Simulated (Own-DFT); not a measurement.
# Computed records: Si₁₂O₂₃ (quartz with two neutral oxygen vacancies, atoms displaced)

A calculation, not a measurement: plane-wave PBE and HSE06 DFT by an unreviewed code, no spin, of a simulated cell at Gamma alone, so results move with cell size and shape, stress positive in tension, energies less offsets, not probed for a lower state with spin; oxygen file: force components 24 meV/angstrom off all-electron in a glass; k mesh not checked against a denser one; forces and stress are PBE's, HSE06 gives the energy alone, and its difference from PBE has offsets of its own; offsets are fitted by least squares, one for each functional and potential file, so energies compare only between cells with the same atoms and settings and are not formation energies; the far tail of each file's local potential was reset to the Coulomb form; each entry is a single point on an unrelaxed cell, so the pressure reflects the starting lattice, mostly measured values (interpolated for alloys), from which strain is counted, and rises with the displacements; printed positions are rounded, which can move forces by about a meV/angstrom; the program, named Own-DFT, is a retired in-house code; no spin-orbit coupling. Program: Own-DFT development build.

Common to all runs: first functional PBE; second functional HSE06; exact exchange share 0.25; screening 0.11 1/bohr; exchange divergence Gygi-Baldereschi; potential files PseudoDojo norm-conserving, scalar-relativistic, made for PBE, standard set; wave cutoff 48 hartree; occupations fixed; k mesh 1 x 1 x 1 centred on Gamma.

(1) Si₁₂O₂₃ (quartz with two neutral oxygen vacancies, atoms displaced)

```
cell vectors (Å)
   9.8268     0.0000     0.0000
  -4.9134     8.5103     0.0000
   0.0000     0.0000    10.8104
atoms (fractions of the cell vectors)
Si  0.22861  0.97926  0.00580
Si  0.00876  0.23468  0.33916
Si  0.26282  0.26251  0.16941
O   0.20619  0.13732  0.05851
O   0.43388  0.29834  0.22111
O   0.36823  0.06974  0.39407
O   0.06876  0.35632  0.43711
O   0.13027  0.21030  0.27778
O   0.27871  0.41564  0.10650
Si  0.24471  0.00851  0.49464
Si  0.99599  0.23725  0.82935
Si  0.26466  0.26678  0.66841
O   0.19669  0.13251  0.55695
O   0.42170  0.29395  0.72710
O   0.36115  0.07028  0.89395
O   0.08129  0.36933  0.93025
O   0.13115  0.20422  0.76942
O   0.29155  0.42449  0.60320
Si  0.23801  0.50221  0.00502
Si  0.99045  0.72457  0.34105
Si  0.26073  0.76581  0.16886
O   0.20010  0.63606  0.06889
O   0.36655  0.57822  0.39962
O   0.07964  0.87700  0.43732
O   0.29136  0.92758  0.10672
Si  0.23525  0.50135  0.49645
Si  0.00435  0.73490  0.83072
Si  0.26787  0.76201  0.66674
O   0.19698  0.63554  0.56858
O   0.42666  0.80296  0.72696
O   0.36106  0.57328  0.89335
O   0.07412  0.87020  0.93598
O   0.12518  0.70104  0.77826
O   0.29773  0.93182  0.60534
Si  0.74405  0.00549  0.00278
Si  0.49070  0.23656  0.33921
Si  0.77260  0.26434  0.16899
O   0.71619  0.13891  0.05892
O   0.92661  0.28817  0.22094
O   0.86771  0.07496  0.39030
O   0.57977  0.38050  0.44064
O   0.63081  0.20952  0.27964
O   0.79424  0.42503  0.10594
Si  0.71558  0.99468  0.50066
Si  0.49552  0.23696  0.83456
Si  0.77309  0.26598  0.67213
O   0.69843  0.13425  0.55785
O   0.93099  0.30240  0.72383
O   0.87470  0.07167  0.89194
O   0.57696  0.37057  0.94267
O   0.63258  0.21381  0.77675
O   0.78397  0.41736  0.60074
Si  0.72811  0.48995  0.99669
Si  0.50158  0.72675  0.32914
Si  0.77159  0.76773  0.16161
O   0.70431  0.62953  0.06921
O   0.92081  0.79293  0.23055
O   0.87747  0.57407  0.38850
O   0.56524  0.85856  0.43627
O   0.63962  0.71170  0.28035
O   0.79628  0.92442  0.10465
Si  0.74295  0.50199  0.50238
Si  0.50087  0.73169  0.83340
Si  0.76919  0.76756  0.66845
O   0.70844  0.63121  0.56169
O   0.92828  0.80639  0.71521
O   0.86059  0.57426  0.89167
O   0.57422  0.87340  0.94021
O   0.63706  0.70807  0.78153
O   0.79320  0.92482  0.61091
```

It finds PBE energy of cell above offsets -15.309 eV; HSE06 less PBE above offsets 0.196 eV; PBE pressure 9.2 GPa; PBE stress xx -9.97 GPa; PBE stress yy -9.95 GPa; PBE stress zz -7.69 GPa; PBE stress yz -0.91 GPa; PBE stress xz -2.28 GPa; PBE stress xy -1.96 GPa.

Force:
```csv
element,x (eV/Å),y (eV/Å),z (eV/Å)
Si,-4.035,8.087,-4.933
Si,-6.475,-3.397,-3.377
Si,0.439,-1.318,-0.395
O,1.116,-2.318,-0.35
O,-1.141,-0.207,0.696
O,2.07,1.606,-2.769
O,0.55,6.411,5.264
O,6.124,-0.739,-2.687
O,0.658,1.234,1.033
Si,-3.881,-2.423,4.756
Si,3.255,-1.073,0.694
Si,-1.137,-1.568,-2.18
O,1.293,0.446,-0.072
O,1.768,0.655,0.671
O,0.279,0.287,0.202
O,-0.426,1.442,1.564
O,-1.632,-0.144,1.015
O,-0.439,1.242,-0.152
Si,-2.899,0.031,-1.199
Si,4.82,11.26,-6.001
Si,0.565,0.103,6.461
O,1.141,-3.461,-3.524
O,1,-0.584,-1.353
O,-0.598,-1.707,-0.664
O,3.965,-1.38,4.488
Si,-2.87,-1.137,2.873
Si,-6.241,0.94,0.403
Si,-3.774,3.976,1.882
O,1.396,-4.95,-4.367
O,3.287,-0.57,1.849
O,0.707,0.51,-0.244
O,-1.55,-1.864,-0.537
O,5.352,-0.266,-2.91
O,0.423,-0.974,0.671
Si,-0.971,-1.151,-1.955
Si,3.48,2.261,-1.469
Si,-4.745,0.306,0.63
O,-0.582,-0.467,-0.434
O,4.128,0.542,2.612
O,-2.101,-2.214,2.096
O,-1.436,-1.925,-1.275
O,0.866,0.192,-0.92
O,0.11,-0.009,-0.131
Si,4.972,0.788,-0.487
Si,-0.325,-1.382,0.857
Si,-5.958,-1.288,-2.545
O,-0.121,0.619,1.34
O,2.329,0.708,0.527
O,-0.74,-0.046,0.08
O,-4.224,-4.524,-2.759
O,1.764,0.063,-0.768
O,2.709,-0.97,2.748
Si,3.054,5.525,4.225
Si,-4.108,1.796,-1.683
Si,-1.581,-0.983,2.831
O,0.438,-2.753,-2.81
O,2.533,0.333,1.355
O,-3.311,-9.177,5.066
O,-0.842,0.489,0.772
O,2.991,-0.455,-1.934
O,-0.154,1.46,-0.147
Si,-1.686,1.196,-2.275
Si,-1.582,2.507,0.896
Si,-3.718,-1.91,-1.153
O,-0.176,0.574,0.199
O,6.66,-0.387,4.254
O,0.497,0.744,-0.88
O,0.401,-0.422,-0.196
O,1.251,-0.494,-1.151
O,-2.928,2.303,-2.321
```

(2) Si₁₂O₂₃ (quartz with two neutral oxygen vacancies, atoms displaced)

```
cell vectors (Å)
   9.8268     0.0000     0.0000
  -4.9134     8.5103     0.0000
   0.0000     0.0000    10.8104
atoms (fractions of the cell vectors)
Si  0.23905  0.00031  0.99722
Si  0.99155  0.22837  0.33372
Si  0.26175  0.26832  0.16199
O   0.20270  0.11887  0.06228
O   0.41653  0.28339  0.22381
O   0.36656  0.07114  0.38750
O   0.08755  0.38779  0.44035
O   0.14579  0.22376  0.28839
O   0.28231  0.42336  0.10401
Si  0.23031  0.98758  0.50056
Si  0.99306  0.23215  0.83425
Si  0.26625  0.27128  0.66692
O   0.42877  0.29704  0.72649
O   0.36919  0.06769  0.88984
O   0.06866  0.36848  0.93599
O   0.13221  0.19888  0.77392
Si  0.23352  0.49417  0.99666
Si  0.99846  0.73296  0.33375
Si  0.26641  0.76760  0.17135
O   0.21181  0.64267  0.05278
O   0.43292  0.79588  0.23421
O   0.37948  0.57455  0.38833
O   0.06359  0.86212  0.44581
O   0.11993  0.69336  0.27547
O   0.29259  0.92538  0.10692
Si  0.23146  0.50506  0.50265
Si  0.00236  0.74593  0.83250
Si  0.26370  0.76424  0.67076
O   0.20752  0.62908  0.56762
O   0.43074  0.78978  0.72581
O   0.36301  0.57517  0.88670
O   0.07131  0.85559  0.94141
O   0.13289  0.71805  0.77305
O   0.30228  0.94265  0.61127
Si  0.73894  0.99316  0.00394
Si  0.50067  0.23225  0.33391
Si  0.76662  0.25871  0.16539
O   0.69906  0.12768  0.05387
O   0.92192  0.29413  0.22283
O   0.86874  0.07135  0.39204
O   0.57816  0.37368  0.43662
O   0.62749  0.19776  0.26613
O   0.80015  0.42600  0.10550
Si  0.73453  0.99568  0.50240
Si  0.48417  0.22879  0.82943
Si  0.76152  0.25355  0.67022
O   0.71304  0.13319  0.55547
O   0.93287  0.29806  0.72525
O   0.86130  0.05936  0.89058
O   0.56472  0.36296  0.94600
O   0.63354  0.20385  0.77999
O   0.78908  0.42692  0.60461
Si  0.73230  0.50297  0.99226
Si  0.50481  0.73525  0.33342
Si  0.76956  0.76480  0.16561
O   0.71802  0.64314  0.05765
O   0.93169  0.80529  0.22907
O   0.85604  0.57006  0.39144
O   0.57541  0.86733  0.44495
O   0.63723  0.71139  0.28039
O   0.79895  0.92451  0.10009
Si  0.73105  0.49316  0.50524
Si  0.50172  0.72423  0.82965
Si  0.77047  0.77244  0.66726
O   0.70469  0.63655  0.56289
O   0.92851  0.79737  0.72423
O   0.85569  0.57084  0.89418
O   0.56625  0.87016  0.94330
O   0.62959  0.70920  0.76884
O   0.79101  0.92708  0.60441
```

The calculation gives: PBE energy of cell above offsets -16.788 eV; HSE06 less PBE above offsets 0.337 eV; PBE pressure 7.72 GPa; PBE stress xx -10 GPa; PBE stress yy -5.65 GPa; PBE stress zz -7.52 GPa; PBE stress yz 1.08 GPa; PBE stress xz -2.35 GPa; PBE stress xy -0.59 GPa.

Force:
```csv
element,x (eV/Å),y (eV/Å),z (eV/Å)
Si,0.526,-2.735,0.131
Si,1.458,4.95,-0.108
Si,1.062,-3.261,2.735
O,-2.453,3.198,1.196
O,1.125,0.663,0.334
O,-0.864,-2.136,1.464
O,-5.128,-7.057,-4.59
O,0.142,-0.401,-2.09
O,1.135,0.158,0.749
Si,-1.564,5.366,-0.664
Si,2.03,-1.825,-0.209
Si,-1.353,-0.389,-4.263
O,-0.87,1.32,-1.413
O,-0.995,-1.75,0.494
O,-0.027,-0.126,0.547
O,-1.493,0.101,1.431
Si,-2.876,3.746,-1.305
Si,-2.811,-0.722,0.837
Si,0.729,-1.463,-0.561
O,0.935,-1,0.604
O,-3.165,0.785,-2.46
O,-2.43,-2.674,2.921
O,0.084,-0.884,-0.407
O,3.046,0.616,-1.517
O,0.203,0.366,0.353
Si,8.637,0.55,0.631
Si,-1.331,-4.823,-0.776
Si,1.635,2.591,-0.303
O,-2.536,2.946,1.205
O,-1.633,0.253,-0.943
O,-0.513,-3.187,1.331
O,0.494,3.737,3.357
O,0.876,-0.939,-0.121
O,2.501,-3.472,2.287
Si,-5.232,1.188,-3.293
Si,-0.582,1.379,-1.4
Si,-4.794,0.459,-3.217
O,1.222,0.074,0.632
O,4.951,-0.113,2.9
O,-0.855,-1.814,1.203
O,-1.692,-2.619,-1.222
O,-0.232,-0.058,0.954
O,-1.368,0.583,-1.224
Si,-0.412,0.865,-2.595
Si,5.095,2.204,2.471
Si,-1.304,2.526,-0.62
O,-1.058,1.291,0.909
O,-0.966,-0.179,-0.727
O,0.944,1.786,-1.145
O,-0.863,-1.066,-1.311
O,-0.73,0.122,-0.408
O,3.426,-3.578,4.23
Si,-0.511,-3.557,5.471
Si,-0.355,1.203,2.443
Si,-1.103,0.392,2.385
O,-0.646,-1.305,-0.863
O,1.022,-0.071,0.398
O,0.708,0.767,-0.267
O,-0.955,-1.06,-0.859
O,3.792,0.205,-2.836
O,2.241,-0.906,3.22
Si,-1.939,4.383,-2.375
Si,-4.443,5.095,3.297
Si,-1.014,-2.053,-1.033
O,0.656,-0.839,-0.337
O,0.435,0.817,0.182
O,3.767,3.837,-5.25
O,1.134,-1.955,-1.244
O,5.198,-0.597,-1.556
O,1.883,0.088,2.213
```

(3) Si₁₂O₂₃ (quartz with two neutral oxygen vacancies, atoms displaced)

```
cell vectors (Å)
   9.8268     0.0000     0.0000
  -4.9134     8.5103     0.0000
   0.0000     0.0000    10.8104
atoms (fractions of the cell vectors)
Si  0.23129  0.00102  0.00863
Si  0.00747  0.24117  0.33432
Si  0.27484  0.27172  0.16489
O   0.20203  0.13510  0.06415
O   0.43465  0.29932  0.23246
O   0.36484  0.07816  0.39132
O   0.07065  0.36818  0.43444
O   0.13654  0.21320  0.26598
O   0.28816  0.42781  0.10507
Si  0.23403  0.98930  0.49428
Si  0.00145  0.23553  0.83288
Si  0.26371  0.26401  0.66590
O   0.19144  0.12773  0.55497
O   0.41834  0.29611  0.72353
O   0.36767  0.07511  0.88528
O   0.08246  0.37039  0.94012
O   0.13038  0.20395  0.77473
O   0.29218  0.42997  0.60969
Si  0.23598  0.50593  0.99278
Si  0.99709  0.73173  0.33630
Si  0.26368  0.77111  0.17799
O   0.19913  0.63850  0.05715
O   0.42096  0.78324  0.23106
O   0.36281  0.56253  0.39386
O   0.06989  0.86899  0.44096
O   0.13048  0.70598  0.26466
O   0.29338  0.91983  0.11137
Si  0.23916  0.49809  0.50099
Si  0.00241  0.73677  0.83492
Si  0.26650  0.76255  0.66790
O   0.20384  0.63176  0.55648
O   0.42630  0.78156  0.72474
O   0.36849  0.57658  0.90259
O   0.07586  0.86976  0.93777
O   0.13610  0.71371  0.76931
O   0.28784  0.92778  0.60034
Si  0.73215  0.99894  0.00561
Si  0.48946  0.22074  0.33691
Si  0.76618  0.25933  0.16974
O   0.70692  0.14178  0.05927
O   0.93153  0.29708  0.22434
O   0.87225  0.07832  0.40114
O   0.57424  0.36206  0.43849
O   0.63095  0.20096  0.27246
O   0.78973  0.43134  0.10034
Si  0.74430  0.00330  0.50435
Si  0.50296  0.24321  0.83904
Si  0.76675  0.26377  0.66296
O   0.93056  0.29532  0.72190
O   0.85253  0.05691  0.89837
O   0.56812  0.37061  0.94463
O   0.63284  0.20781  0.76455
Si  0.74417  0.50899  0.99613
Si  0.49159  0.72727  0.32637
Si  0.77518  0.77480  0.16789
O   0.70473  0.63106  0.06104
O   0.92527  0.79551  0.22681
O   0.86404  0.57556  0.39114
O   0.58498  0.87398  0.43632
O   0.63156  0.71019  0.27715
O   0.80299  0.93561  0.11304
Si  0.73679  0.50230  0.50093
Si  0.50166  0.73899  0.83729
Si  0.75948  0.76672  0.66433
O   0.70557  0.62229  0.55268
O   0.91538  0.78606  0.71693
O   0.85845  0.56738  0.88946
O   0.57926  0.86668  0.94568
O   0.63738  0.71262  0.77056
O   0.79423  0.92792  0.60248
```

Results for Si₁₂O₂₃ (quartz with two neutral oxygen vacancies, atoms displaced): PBE energy of cell above offsets -16.000 eV; HSE06 less PBE above offsets 0.126 eV; PBE pressure 9.07 GPa; PBE stress xx -11.1 GPa; PBE stress yy -6.45 GPa; PBE stress zz -9.67 GPa; PBE stress yz 3.12 GPa; PBE stress xz 0.6 GPa; PBE stress xy -2.67 GPa.

Force:
```csv
element,x (eV/Å),y (eV/Å),z (eV/Å)
Si,2.379,0.511,-2.295
Si,-0.624,-2.908,-1.888
Si,-0.676,1.634,1.204
O,0.69,-1.308,-1.123
O,-1.304,-0.167,-1.553
O,-2.238,-7.278,2.372
O,0.878,3.2,3.132
O,0.075,-0.586,1.011
O,0.574,0.488,-0.059
Si,-4.032,4.644,0.625
Si,-1.78,-1.591,1.217
Si,-2.659,-1.91,-2.252
O,1.521,-0.075,0.11
O,4.604,0.375,2.752
O,-1.537,-1.746,2.814
O,-2.43,-2.975,-1.958
O,0.787,-0.386,-0.24
O,0.659,-0.687,1.163
Si,-2.337,0.407,6.862
Si,0.018,1.507,-1.529
Si,4.656,-3.206,-5.846
O,1.004,0.093,0.445
O,-3.252,1.971,-3.341
O,1.256,1.56,-1.654
O,-0.781,-2.065,-1.63
O,-5.034,-2.065,5.711
O,-1.925,4.848,-2.237
Si,-2.905,-0.618,-0.5
Si,-2.377,-0.765,-2.448
Si,-0.001,1.034,-2.78
O,-0.003,0.623,0.448
O,-1.006,0.892,-0.588
O,3.813,2.904,-4.511
O,-0.401,0.16,0.817
O,-0.765,-0.726,1.402
O,3.692,-2.859,3.869
Si,0.05,1.716,2.193
Si,4.802,8.777,-3.037
Si,-1.916,3.929,-0.045
O,0.61,-2.665,-1.966
O,0.278,-0.072,0.244
O,1.932,1.648,-2.58
O,0.009,-0.201,0.256
O,-0.582,-0.516,0.681
O,2.759,-2.869,3.139
Si,-5.363,3.095,-1.175
Si,-0.077,-0.505,-3.384
Si,-0.376,0.007,-4.754
O,1.213,0.307,1.455
O,2.934,4.205,-3.519
O,0.372,0.948,0.23
O,-2.227,-0.058,2.385
Si,-4.074,-2.49,2.754
Si,3.452,0.126,6.489
Si,-4.039,-3.543,-0.47
O,-0.661,2.498,0.853
O,3.796,0.389,1.846
O,0.577,-1.128,-0.296
O,-1.478,-1.93,-1.006
O,2.932,-0.082,-2.243
O,-0.782,0.946,-0.33
Si,4.04,-7.429,-0.736
Si,1.529,-1.17,0.34
Si,0.796,-1.446,-2.919
O,-5.02,6.476,4.191
O,4.209,0.014,2.945
O,3.341,3.112,-4.15
O,-2.115,-1.882,-0.525
O,-2.366,-0.98,2.188
O,2.902,-2.156,3.423
```

(4) Si₁₂O₂₃ (quartz with two neutral oxygen vacancies, atoms displaced)

```
cell vectors (Å)
   9.8268     0.0000     0.0000
  -4.9134     8.5103     0.0000
   0.0000     0.0000    10.8104
atoms (fractions of the cell vectors)
Si  0.23810  0.00206  0.00023
Si  0.99953  0.23860  0.34304
Si  0.26462  0.26090  0.16767
O   0.20617  0.13170  0.06246
O   0.41859  0.29189  0.22162
O   0.36725  0.07039  0.39031
O   0.07413  0.35819  0.44210
O   0.12612  0.20454  0.26536
O   0.29160  0.41680  0.11156
Si  0.22996  0.00278  0.49679
Si  0.00443  0.24957  0.84290
Si  0.26413  0.26759  0.66829
O   0.20809  0.13705  0.55510
O   0.42458  0.29256  0.72748
O   0.37439  0.08373  0.89719
O   0.07615  0.37251  0.93785
O   0.12689  0.19552  0.77606
O   0.29307  0.42170  0.61037
Si  0.24287  0.50572  0.99981
Si  0.00064  0.73479  0.33327
Si  0.28040  0.77507  0.15792
O   0.21149  0.63535  0.05571
O   0.42796  0.79463  0.22083
O   0.36295  0.56230  0.40596
O   0.08307  0.86522  0.43806
O   0.14243  0.71160  0.27667
O   0.29742  0.92603  0.10751
Si  0.24278  0.50413  0.49897
Si  0.99656  0.73319  0.83091
Si  0.26625  0.75821  0.66322
O   0.21025  0.63678  0.55206
O   0.42604  0.79633  0.73101
O   0.36742  0.56506  0.89184
O   0.07301  0.86012  0.93371
O   0.14085  0.70827  0.77692
O   0.29448  0.92568  0.60533
Si  0.73992  0.00940  0.99985
Si  0.50130  0.23904  0.33734
Si  0.76740  0.26258  0.16832
O   0.70583  0.13633  0.05796
O   0.92467  0.28368  0.22665
O   0.86390  0.07205  0.40031
O   0.57498  0.36418  0.43435
O   0.63129  0.21215  0.26617
O   0.79875  0.43702  0.10985
Si  0.72742  0.99863  0.49160
Si  0.49939  0.23331  0.82493
Si  0.76360  0.25743  0.66805
O   0.70366  0.13941  0.55553
O   0.92183  0.28805  0.72933
O   0.86150  0.07939  0.88854
O   0.57409  0.37498  0.94605
O   0.63321  0.20781  0.77769
O   0.78061  0.40886  0.61132
Si  0.73654  0.49796  0.00488
Si  0.49423  0.72937  0.33599
Si  0.76381  0.76445  0.16254
O   0.70402  0.63350  0.05638
O   0.92759  0.78518  0.22637
O   0.87007  0.57341  0.39249
O   0.57142  0.86225  0.44196
O   0.63728  0.70196  0.26869
O   0.79599  0.92506  0.10126
Si  0.73629  0.50522  0.50132
Si  0.49590  0.72747  0.83134
Si  0.76018  0.76866  0.65839
O   0.70213  0.62389  0.56680
O   0.87064  0.56785  0.89772
O   0.58886  0.87752  0.93382
O   0.63290  0.70155  0.77086
```

The calculation gives: PBE energy of cell above offsets -16.957 eV; HSE06 less PBE above offsets 0.071 eV; PBE pressure 9.42 GPa; PBE stress xx -7.66 GPa; PBE stress yy -11.3 GPa; PBE stress zz -9.29 GPa; PBE stress yz -2.63 GPa; PBE stress xz 1.29 GPa; PBE stress xy -1.6 GPa.

Force:
```csv
element,x (eV/Å),y (eV/Å),z (eV/Å)
Si,-0.823,-0.731,-0.975
Si,1.369,-4.156,-5.832
Si,-2.749,-1.703,-0.354
O,-0.092,-1.629,-1.395
O,5.675,0.341,3.78
O,-0.08,0.397,0.089
O,0.805,4.797,4.424
O,-1.581,-0.619,2.426
O,-2.517,4.513,-3.192
Si,3.981,0.101,1.405
Si,0.728,-6.73,-5.877
Si,-0.044,-3.938,1.528
O,-0.972,1.201,0.875
O,-0.743,0.776,-1.557
O,-0.617,-1.925,0.56
O,0.667,4.823,4.718
O,-0.508,1.224,0.002
O,-1.808,3.724,-1.771
Si,0.579,-2.898,2.124
Si,2.556,-0.203,-0.916
Si,-4.174,-4.729,2.467
O,-0.373,0.902,0.317
O,4.735,-0.318,3.057
O,6.598,5.118,-8.163
O,-2.427,-1.318,-0.214
O,0.967,0.174,-1.4
O,-1.555,3.722,-2.13
Si,-5.81,-5.461,6.808
Si,-1.179,-1.929,-2.841
Si,-2.268,2.703,1.045
O,-0.081,-0.834,-0.329
O,0.659,-0.298,-0.462
O,0.618,0.252,-0.642
O,0.946,3.508,2.962
O,-0.244,-0.542,-0.576
O,-0.412,0.066,-0.341
Si,1.243,-1.381,-0.31
Si,-1.347,-3.288,-5.135
Si,-1.405,2.579,-1.433
O,-0.669,0.708,0.522
O,0.178,0.477,0.564
O,2.144,1.238,-2.526
O,0.397,4.285,3.85
O,-0.463,-0.764,1.215
O,2.646,-2.765,2.974
Si,0.466,0.203,6.03
Si,-0.119,2.733,4.645
Si,-0.611,-0.586,1.742
O,0.782,-2.743,-1.645
O,1.163,0.791,-0.048
O,1.155,1.086,0.012
O,-0.832,-2.855,-2.645
O,2.263,-0.866,-0.968
O,-2.113,4.559,-2.885
Si,-1.119,1.374,-2.188
Si,1.644,-0.552,-2.266
Si,2.351,0.032,-0.652
O,-0.125,0.389,0.035
O,-2.153,0.887,-1.714
O,-0.81,-1.212,1.482
O,-2.36,-2.373,-1.618
O,-3.883,-0.355,3.105
O,-0.199,1.172,0.35
Si,2.86,-3.962,-0.401
Si,1.94,2.79,1.084
Si,1.197,3.357,1.623
O,-1.342,-0.043,-0.807
O,0.393,0.32,-0.566
O,-2.08,-3.336,-1.358
O,-1.016,-0.277,0.302
```

(5) Si₁₂O₂₃ (quartz with two neutral oxygen vacancies, atoms displaced)

```
cell vectors (Å)
   9.8268     0.0000     0.0000
  -4.9134     8.5103     0.0000
   0.0000     0.0000    10.8104
atoms (fractions of the cell vectors)
Si  0.22988  0.99242  0.00739
Si  0.99396  0.23906  0.33955
Si  0.26679  0.26812  0.16016
O   0.20926  0.13934  0.05715
O   0.42729  0.28155  0.22392
O   0.36434  0.07339  0.38336
O   0.07114  0.36629  0.43032
O   0.13427  0.20745  0.26720
O   0.29184  0.42977  0.11308
Si  0.23381  0.99584  0.50614
Si  0.99323  0.23342  0.83072
Si  0.26712  0.26745  0.66945
O   0.21211  0.12745  0.56178
O   0.43333  0.28756  0.72071
O   0.36235  0.06949  0.88264
O   0.08119  0.36412  0.93653
O   0.13111  0.20850  0.77497
O   0.29247  0.42320  0.60586
Si  0.23454  0.48896  0.99974
Si  0.00233  0.73715  0.33660
Si  0.26599  0.77036  0.15769
O   0.21268  0.63263  0.05460
O   0.42434  0.79057  0.23099
O   0.07058  0.86102  0.43084
O   0.13248  0.69966  0.27721
O   0.28984  0.92468  0.10778
Si  0.22958  0.49535  0.50428
Si  0.99736  0.73424  0.83735
Si  0.27064  0.76912  0.66418
O   0.19643  0.62610  0.55116
O   0.42506  0.79126  0.72426
O   0.36572  0.57381  0.89413
O   0.08216  0.87117  0.93108
O   0.13135  0.70046  0.76958
O   0.29822  0.92852  0.61649
Si  0.72723  0.99329  0.00154
Si  0.50370  0.24249  0.33615
Si  0.76355  0.27121  0.16469
O   0.71191  0.13558  0.05718
O   0.92076  0.29516  0.22828
O   0.86737  0.07987  0.38721
O   0.56682  0.36021  0.44719
O   0.63433  0.20133  0.26165
O   0.79968  0.43620  0.10849
Si  0.73664  0.99442  0.50129
Si  0.50022  0.23574  0.83199
Si  0.77369  0.26308  0.66626
O   0.70536  0.14748  0.55868
O   0.91588  0.28709  0.72718
O   0.86918  0.06439  0.89118
O   0.57901  0.37277  0.93836
O   0.62462  0.20243  0.77190
O   0.79092  0.42132  0.60849
Si  0.74403  0.51308  0.99721
Si  0.49407  0.72688  0.33649
Si  0.76466  0.76748  0.15413
O   0.70249  0.62987  0.05964
O   0.92223  0.79783  0.22985
O   0.86423  0.57931  0.39006
O   0.57308  0.87027  0.43541
O   0.79710  0.93369  0.11275
Si  0.73077  0.49556  0.50449
Si  0.51225  0.74375  0.84040
Si  0.76377  0.76384  0.66289
O   0.69806  0.61795  0.55898
O   0.92420  0.78169  0.73268
O   0.87270  0.57308  0.88866
O   0.56670  0.86499  0.93896
O   0.65274  0.72432  0.77030
O   0.78984  0.92985  0.61309
```

Results for Si₁₂O₂₃ (quartz with two neutral oxygen vacancies, atoms displaced): PBE energy of cell above offsets -14.768 eV; HSE06 less PBE above offsets 0.259 eV; PBE pressure 9.3 GPa; PBE stress xx -5.48 GPa; PBE stress yy -13.43 GPa; PBE stress zz -9 GPa; PBE stress yz -2.36 GPa; PBE stress xz -3.84 GPa; PBE stress xy 2.33 GPa.

Force:
```csv
element,x (eV/Å),y (eV/Å),z (eV/Å)
Si,-0.245,4.828,-4.637
Si,2.501,-1.952,-8.691
Si,1.035,-0.948,4.187
O,0.617,-2.363,-2.038
O,-1.953,1.544,-1.97
O,-0.88,-1.556,2.564
O,0.941,5.156,5.755
O,-1.825,0.186,1.324
O,0.647,1.076,-0.186
Si,2.322,-1.22,-4.139
Si,1.501,-1.167,1.712
Si,1.547,-2.272,0.303
O,-2.468,2.65,1.808
O,-2.922,1.309,-1.608
O,-1.234,-1.069,2.895
O,-2,-1.57,-0.625
O,0.821,-0.047,-1.013
O,0.093,0.368,0.485
Si,-0.333,3.622,0.31
Si,-0.194,-4.11,-6.195
Si,2.181,-5.953,5.035
O,-0.598,0.461,0.084
O,-1.763,0.566,-1.812
O,1.362,6.631,6.921
O,0.528,0.924,-2.011
O,0.12,2.49,0.266
Si,1.682,1.28,-4.008
Si,4.705,-0.206,-2.589
Si,-1.296,-4.568,0.881
O,-1.344,2.828,2.444
O,3.385,-0.136,1.748
O,1.968,1.167,-1.233
O,-1.126,0.369,2.063
O,-0.468,0.258,0.337
O,-1.434,2.51,-2.406
Si,1.854,3.121,-0.049
Si,1.778,-3.346,-1.808
Si,2.501,0.174,-1.933
O,-0.469,0.177,-0.526
O,1.101,0.384,0.185
O,-1.594,-4.458,3.266
O,0.147,0.991,0.615
O,-4.425,-0.639,4.202
O,-0.641,1.115,-1.182
Si,-3.102,3.39,-2.318
Si,0.258,-0.303,1.955
Si,-9.8,0.314,-0.125
O,2.42,-5.32,-3.853
O,6.791,1.518,3.048
O,-1.297,-0.427,0.672
O,-0.098,0.225,0.039
O,3.916,0.134,-1.453
O,0.16,1.392,-0.04
Si,1.263,-4.686,-0.299
Si,1.312,-2.497,-0.495
Si,-0.441,-0.279,6.383
O,-1.283,0.645,-1.388
O,0.171,-0.228,-0.745
O,-1.438,-2.75,1.969
O,0.614,1.028,1.494
O,-0.824,1.39,-1.905
Si,3.876,-1.919,-2.861
Si,-2.015,-5.9,-6.355
Si,4.395,-0.547,-2.158
O,-3.152,5.192,3.038
O,-3.548,1.48,-4.023
O,-0.857,-2.151,1.745
O,-0.042,3.49,4.047
O,-4.704,-1.663,4.841
O,1.302,-0.132,0.057
```
